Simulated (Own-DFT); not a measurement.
# Computed records: SiC (3C silicon carbide, atoms displaced)

All values are calculated (Own-DFT development build). A calculation, not a measurement: plane-wave PBE density functional theory by an unreviewed code, no spin, of a simulated periodic cell, stress positive in tension, free energy of the whole cell less one offset for each atom, forces on such cells passed a denser k mesh, this cell's mesh not checked; offsets are fitted by least squares, one for each functional and potential file, so energies compare only between cells with the same atoms and settings and are not formation energies; the far tail of each file's local potential was reset to the Coulomb form; each entry is a single point on an unrelaxed cell, so the pressure reflects the starting lattice, mostly measured values (interpolated for alloys), from which strain is counted, and rises with the displacements; printed positions are rounded, which can move forces by about a meV/angstrom; the program, named Own-DFT, is a retired in-house code; no spin-orbit coupling.

Settings shared by all entries: functional PBE; potential files PseudoDojo norm-conserving, scalar-relativistic, standard set; wave cutoff 42 hartree; occupations Fermi-Dirac; smearing width 0.1 eV; hardware one NVIDIA H100; k mesh 4 x 4 x 4 centred on Gamma.

(1) SiC (3C silicon carbide, atoms displaced)

```
SiC
1.0
      8.7192     0.0000     0.0000
      0.0000     8.7192     0.0000
      0.0000     0.0000     8.7192
Si C Si C Si C Si C Si C Si C Si C Si C
4 4 4 4 4 4 4 4 4 4 4 4 4 4 4 4
Direct
  0.99138 0.99164 0.98698
  0.99869 0.24179 0.24469
  0.24826 0.00446 0.25498
  0.24658 0.26203 0.00341
  0.11741 0.12911 0.12665
  0.10931 0.38048 0.36640
  0.37729 0.13797 0.35717
  0.36565 0.37467 0.10229
  0.00328 0.99257 0.49855
  0.99163 0.25432 0.75134
  0.25435 0.00296 0.71817
  0.23400 0.22875 0.51728
  0.12866 0.12375 0.62474
  0.11196 0.38674 0.86709
  0.39617 0.10126 0.86656
  0.37111 0.38466 0.62099
  0.01029 0.48640 0.01444
  0.00492 0.75765 0.23777
  0.23281 0.52205 0.28270
  0.24134 0.76171 0.02009
  0.10150 0.61652 0.12505
  0.12230 0.86162 0.36961
  0.36648 0.62635 0.40114
  0.36479 0.87056 0.13275
  0.00640 0.48545 0.51754
  0.00720 0.74529 0.75573
  0.24183 0.51859 0.76728
  0.25093 0.74665 0.51490
  0.11509 0.63125 0.60787
  0.12718 0.85691 0.88262
  0.38635 0.62221 0.85900
  0.36191 0.86284 0.62948
  0.49919 0.00892 0.98728
  0.48491 0.25161 0.24359
  0.75633 0.00536 0.27704
  0.76004 0.24726 0.00383
  0.62272 0.15047 0.11924
  0.63201 0.37632 0.37022
  0.88304 0.13460 0.38690
  0.88775 0.38194 0.11253
  0.52465 0.99380 0.49743
  0.49704 0.25420 0.74212
  0.75202 0.99896 0.75406
  0.76202 0.23961 0.51172
  0.62330 0.13009 0.64368
  0.62890 0.36160 0.86405
  0.84541 0.10666 0.89277
  0.87360 0.35678 0.62674
  0.51102 0.49084 0.00590
  0.49330 0.77779 0.25718
  0.74029 0.50378 0.25698
  0.76002 0.73912 0.00780
  0.63445 0.62089 0.12572
  0.61150 0.87589 0.38594
  0.87096 0.63380 0.36120
  0.88775 0.87576 0.12170
  0.49519 0.47730 0.51085
  0.49851 0.73927 0.75030
  0.75408 0.49858 0.74747
  0.74865 0.74294 0.48985
  0.62304 0.61892 0.63323
  0.62498 0.87398 0.88505
  0.88705 0.61670 0.88509
  0.86336 0.86977 0.62545
```

| Item | Value |
| --- | --- |
| free energy of cell above offsets | 10.849 eV |
| pressure | 12.26 GPa |
| stress xx | -12.25 GPa |
| stress yy | -12.53 GPa |
| stress zz | -12 GPa |
| stress yz | -0.95 GPa |
| stress xz | 1.49 GPa |
| stress xy | -2.08 GPa |
| wall time | 368.3 s |

Force:
```
element  x (eV/Å)  y (eV/Å)  z (eV/Å)
     Si     1.888     0.872     1.507
     Si     -0.84     3.174     0.335
     Si    -0.782    -0.291    -0.882
     Si    -2.118    -3.747    -2.975
      C     1.466    -1.831    -1.968
      C     0.822    -2.383       2.7
      C    -2.506    -3.743     5.334
      C     2.525      2.82     5.016
     Si     -0.92    -1.001     0.184
     Si      0.97     -2.14     2.256
     Si     1.409     -1.57     7.339
     Si     6.156     7.878    -7.169
      C    -6.033    -2.944     3.021
      C     2.181    -2.489     0.414
      C    -7.282     6.166    -5.235
      C    -4.259     -4.79      3.76
     Si    -1.149     2.592    -4.682
     Si    -2.121    -2.025     1.832
     Si     0.636    -1.532    -3.895
     Si     0.494     -4.14    -2.287
      C     5.935     3.095     2.468
      C     1.734     2.758     1.885
      C     2.823    -0.342    -2.573
      C     1.252     3.234    -0.232
     Si    -2.271     0.997    -3.405
     Si    -2.298    -0.564    -0.634
     Si     0.302    -1.794    -3.616
     Si    -1.579     0.426    -3.119
      C     0.206    -1.093     4.679
      C    -0.758     3.872     -2.21
      C    -1.834    -0.767     5.631
      C     4.161     1.343    -1.148
     Si      4.23    -3.816     5.655
     Si     3.276     3.445    -2.086
     Si    -0.739     -0.04    -4.329
     Si    -1.866      3.01    -0.113
      C    -0.809     -3.78     2.208
      C    -2.169    -2.192     2.267
      C     0.442    -2.452    -0.681
      C     -4.69    -4.595     4.422
     Si    -6.511     5.585     5.039
     Si    -1.142    -0.002     2.164
     Si     -2.73      -2.2    -0.263
     Si    -4.078     1.042    -1.673
      C     1.759    -2.174    -4.323
      C     0.798     1.982      1.77
      C     5.711     1.311    -2.448
      C     0.662     3.804     0.536
     Si    -0.727     0.948    -2.533
     Si    -0.327    -5.749    -0.786
     Si     3.088     -0.11    -1.319
     Si    -0.618     1.552    -1.319
      C    -2.712     1.122     0.604
      C     5.927    -2.334    -3.412
      C     0.527     -0.89     1.697
      C    -2.995      0.58     1.444
     Si     3.405     4.736    -3.506
     Si     1.861     3.246     0.035
     Si    -0.177     -0.31     1.832
     Si    -0.226    -0.769      2.11
      C     0.886    -0.161    -2.476
      C      0.54    -1.665    -1.203
      C    -0.787    -0.064    -1.579
      C      1.98     0.896    -0.065
```

(2) SiC (3C silicon carbide, atoms displaced)

```
SiC
1.0
      8.7192     0.0000     0.0000
      0.0000     8.7192     0.0000
      0.0000     0.0000     8.7192
Si C Si C Si C Si C Si C Si C Si C Si C
4 4 4 4 4 4 4 4 4 4 4 4 4 4 4 4
Direct
  0.99358 0.01704 0.99506
  0.99323 0.24273 0.25271
  0.22578 0.01302 0.26294
  0.25061 0.24850 0.00378
  0.12901 0.12995 0.13317
  0.12303 0.37911 0.36401
  0.37151 0.12987 0.37146
  0.36970 0.36274 0.11281
  0.00226 0.98543 0.50196
  0.00008 0.24976 0.73766
  0.24428 0.01312 0.75728
  0.27356 0.26093 0.50042
  0.12946 0.12646 0.62969
  0.12258 0.35313 0.86804
  0.38056 0.13843 0.85832
  0.37595 0.37818 0.63442
  0.01250 0.51034 0.99272
  0.97864 0.73935 0.25529
  0.24810 0.50748 0.27288
  0.24553 0.74103 0.01070
  0.12372 0.64582 0.13365
  0.12956 0.86530 0.39693
  0.39103 0.61969 0.36941
  0.35439 0.88661 0.12188
  0.00563 0.50228 0.49713
  0.99121 0.75260 0.76359
  0.25367 0.50138 0.74350
  0.24057 0.74517 0.50615
  0.13770 0.62144 0.62436
  0.10987 0.86859 0.87892
  0.38496 0.62966 0.87099
  0.36799 0.87487 0.62313
  0.50085 0.99620 0.00570
  0.50586 0.25311 0.25124
  0.74470 0.00860 0.26553
  0.74610 0.25813 0.00897
  0.62796 0.13975 0.11687
  0.63340 0.36541 0.37407
  0.86975 0.13795 0.36820
  0.86696 0.37018 0.11012
  0.50669 0.99299 0.48108
  0.50338 0.25881 0.73927
  0.74425 0.01296 0.72200
  0.74580 0.24722 0.51294
  0.61284 0.12628 0.61198
  0.61938 0.39660 0.84807
  0.85292 0.13406 0.88155
  0.88642 0.37948 0.63817
  0.48358 0.48219 0.02069
  0.51673 0.74300 0.27390
  0.74687 0.48830 0.26153
  0.75881 0.74619 0.98656
  0.65456 0.61915 0.11814
  0.64595 0.85617 0.37558
  0.88132 0.62724 0.37977
  0.90558 0.88103 0.14855
  0.50194 0.50266 0.49993
  0.50259 0.75888 0.76887
  0.76007 0.50157 0.74538
  0.74612 0.75843 0.51147
  0.61654 0.62882 0.63499
  0.63678 0.89413 0.88320
  0.87666 0.65256 0.87346
  0.88015 0.89705 0.62092
```

| Property | Result |
| --- | --- |
| free energy of cell above offsets | 8.719 eV |
| pressure | 10.02 GPa |
| stress xx | -10.77 GPa |
| stress yy | -10.5 GPa |
| stress zz | -8.8 GPa |
| stress yz | 3.54 GPa |
| stress xz | 1.57 GPa |
| stress xy | -2.44 GPa |
| wall time | 378.8 s |

Force:
```
element  x (eV/Å)  y (eV/Å)  z (eV/Å)
     Si     0.222    -2.321     1.461
     Si     1.224     3.052    -2.732
     Si      3.22    -3.528    -0.158
     Si    -0.861    -1.744    -2.359
      C    -2.323     0.903    -2.045
      C    -0.145    -1.421     2.689
      C       1.7    -0.548    -0.308
      C    -0.754     0.325     6.047
     Si     2.529     4.683    -1.524
     Si     0.036    -2.053     3.006
     Si     0.942    -2.809      -0.7
     Si    -4.082    -1.505     0.316
      C    -0.981     0.584    -2.691
      C     1.163     4.431      1.25
      C    -0.336    -1.638     3.209
      C     0.906     1.116    -3.378
     Si    -1.414    -1.608     0.898
     Si      5.22     1.637     0.138
     Si     0.145      0.22    -4.989
     Si     1.623      3.15    -2.892
      C    -0.787    -4.947     1.285
      C     -2.02     1.326    -3.825
      C    -2.314    -0.105     2.293
      C      2.31     -0.34     1.931
     Si     0.062    -0.358     0.929
     Si     3.828     3.144    -5.357
     Si     0.142    -0.319     2.964
     Si      4.24     0.984     0.575
      C    -3.722    -0.579     0.869
      C     2.626     2.753     0.574
      C    -3.243    -1.918     3.426
      C      1.69     0.322     0.611
     Si    -0.967     2.223    -0.608
     Si    -1.545    -1.153    -1.285
     Si     2.066     -1.01    -3.817
     Si    -1.335     0.165    -5.186
      C    -2.265    -3.278      3.35
      C    -2.079     1.129     2.347
      C    -0.189    -2.109     4.083
      C     3.733     3.245     4.036
     Si    -2.744    -0.241     2.126
     Si     0.327    -0.565      1.79
     Si      0.32    -0.168      5.71
     Si      2.12     1.491    -1.906
      C     0.249     -0.14    -0.208
      C    -0.067    -2.873     4.326
      C     2.373    -0.738    -2.988
      C    -1.778     0.719    -3.803
     Si     5.413     5.705    -6.087
     Si    -0.863     0.166    -6.408
     Si     2.944     2.032     -2.92
     Si    -2.668     4.341     5.039
      C    -4.202    -0.546     2.131
      C    -2.611     5.008    -0.406
      C    -3.393    -2.785     2.757
      C    -5.459     3.491    -3.725
     Si     0.922    -0.734     1.513
     Si     0.105     1.122    -2.323
     Si    -1.295     2.255     0.945
     Si     2.821    -2.991     1.913
      C     2.242     0.638    -1.396
      C     -0.43    -2.385    -1.678
      C     0.385    -8.228    -1.021
      C    -2.978    -4.677     2.184
```

(3) SiC (3C silicon carbide, atoms displaced)

```
SiC
1.0
      8.7192     0.0000     0.0000
      0.0000     8.7192     0.0000
      0.0000     0.0000     8.7192
Si C Si C Si C Si C Si C Si C Si C Si C
4 4 4 4 4 4 4 4 4 4 4 4 4 4 4 4
Direct
  0.01427 0.01336 0.00986
  0.99882 0.25880 0.25976
  0.23633 0.03277 0.26157
  0.24719 0.25428 0.98535
  0.11284 0.11953 0.12891
  0.12569 0.39041 0.37354
  0.36488 0.13494 0.36750
  0.36626 0.38203 0.13156
  0.99569 0.00651 0.49476
  0.98721 0.26403 0.76372
  0.26939 0.98888 0.74456
  0.25106 0.25016 0.48422
  0.14287 0.13030 0.61529
  0.11702 0.38810 0.86969
  0.37258 0.12811 0.86938
  0.36417 0.38740 0.60520
  0.99394 0.48741 0.01130
  0.98749 0.77032 0.25272
  0.26787 0.50296 0.24568
  0.24353 0.74024 0.99295
  0.13877 0.63600 0.13757
  0.10327 0.86574 0.36199
  0.37105 0.61368 0.38429
  0.37607 0.88323 0.13023
  0.98605 0.50068 0.49729
  0.00890 0.76967 0.74294
  0.25679 0.51320 0.72895
  0.25616 0.76413 0.48538
  0.12438 0.62931 0.60461
  0.12420 0.87570 0.86276
  0.36992 0.62671 0.86924
  0.37353 0.88052 0.63073
  0.50159 0.00247 0.98640
  0.49972 0.24691 0.24334
  0.73619 0.00481 0.25372
  0.75289 0.25468 0.01626
  0.64279 0.10721 0.11827
  0.64071 0.40038 0.37892
  0.86405 0.10912 0.36040
  0.88641 0.37224 0.13885
  0.49717 0.99370 0.50208
  0.49858 0.24493 0.76642
  0.74789 0.99826 0.76002
  0.73761 0.25495 0.50787
  0.62310 0.12134 0.64597
  0.61960 0.35702 0.87499
  0.88723 0.11513 0.88606
  0.85859 0.38617 0.60923
  0.49636 0.49204 0.97926
  0.52450 0.73900 0.23885
  0.77187 0.50179 0.27797
  0.75602 0.74757 0.01652
  0.61554 0.64319 0.11781
  0.61047 0.88403 0.37625
  0.87195 0.62475 0.37376
  0.88083 0.88851 0.12817
  0.48046 0.50854 0.49042
  0.50503 0.75483 0.74243
  0.75156 0.50845 0.75053
  0.73360 0.74859 0.49189
  0.63307 0.61966 0.62236
  0.62069 0.88362 0.86134
  0.88331 0.61440 0.90372
  0.89092 0.86923 0.59520
```

| Property | Result |
| --- | --- |
| free energy of cell above offsets | 10.668 eV |
| pressure | 11.89 GPa |
| stress xx | -11.56 GPa |
| stress yy | -11.44 GPa |
| stress zz | -12.66 GPa |
| stress yz | -1.6 GPa |
| stress xz | -1.63 GPa |
| stress xy | -0.55 GPa |
| wall time | 374.3 s |

Force:
```
element  x (eV/Å)  y (eV/Å)  z (eV/Å)
     Si    -2.863    -5.193    -3.477
     Si      0.68    -2.429     0.402
     Si     0.013    -7.392    -3.009
     Si    -1.284     0.302     1.905
      C       3.5     6.141       1.6
      C    -0.493    -2.031    -0.435
      C     4.527    -0.221     1.626
      C     3.504    -3.514    -4.421
     Si     1.825     0.611    -0.787
     Si     1.309     -1.76    -3.004
     Si    -6.033     4.596     2.482
     Si    -1.651     3.179      2.84
      C    -2.496     -1.16     1.034
      C     1.667    -0.697     0.196
      C     -0.74    -0.926     1.538
      C      1.75    -2.789     2.466
     Si     4.008      2.41     0.784
     Si    -0.387    -5.969    -3.166
     Si     -5.25     2.565     1.978
     Si     0.746     2.839     1.535
      C    -2.636    -1.695    -0.879
      C     6.901      6.34     4.991
      C    -0.605     6.086    -4.358
      C     -0.05    -0.248    -1.146
     Si     3.547     1.407    -0.044
     Si    -1.705    -3.949    -1.885
     Si    -2.746    -0.533     0.887
     Si    -2.685    -1.705     0.088
      C    -0.088     0.961     2.088
      C     2.269     1.953     2.902
      C     1.656    -0.394    -1.376
      C     2.898    -3.686    -4.645
     Si    -0.841    -1.099      2.95
     Si     1.225     1.063    -0.145
     Si     2.044    -3.366    -0.156
     Si     0.931    -1.376    -1.329
      C    -4.626     4.099    -1.455
      C    -5.139    -4.657     0.968
      C     1.878       4.9     3.925
      C    -3.411     0.835    -0.572
     Si    -0.703     2.919     0.941
     Si    -0.965     0.529    -4.995
     Si     3.305      0.49    -2.013
     Si    -0.085     -1.62    -1.282
      C    -0.554     0.945    -3.314
      C     2.737     3.379     1.689
      C    -2.275     2.827    -1.468
      C     1.665    -1.418     3.926
     Si    -0.278      1.83         3
     Si    -8.835     6.209     5.566
     Si    -2.784    -1.929    -7.422
     Si     0.805      1.61    -2.492
      C     4.722    -7.589    -4.523
      C     1.784    -2.403    -0.817
      C     2.139     5.207     1.889
      C    -2.457    -0.786    -0.851
     Si     6.664    -3.281     3.632
     Si     0.005    -1.523     0.789
     Si     0.457    -1.043     1.359
     Si     2.953     0.926     0.793
      C    -2.964     1.804     0.288
      C     0.326    -2.657     2.204
      C    -2.697     2.505    -4.187
      C    -4.112    -0.427     4.392
```
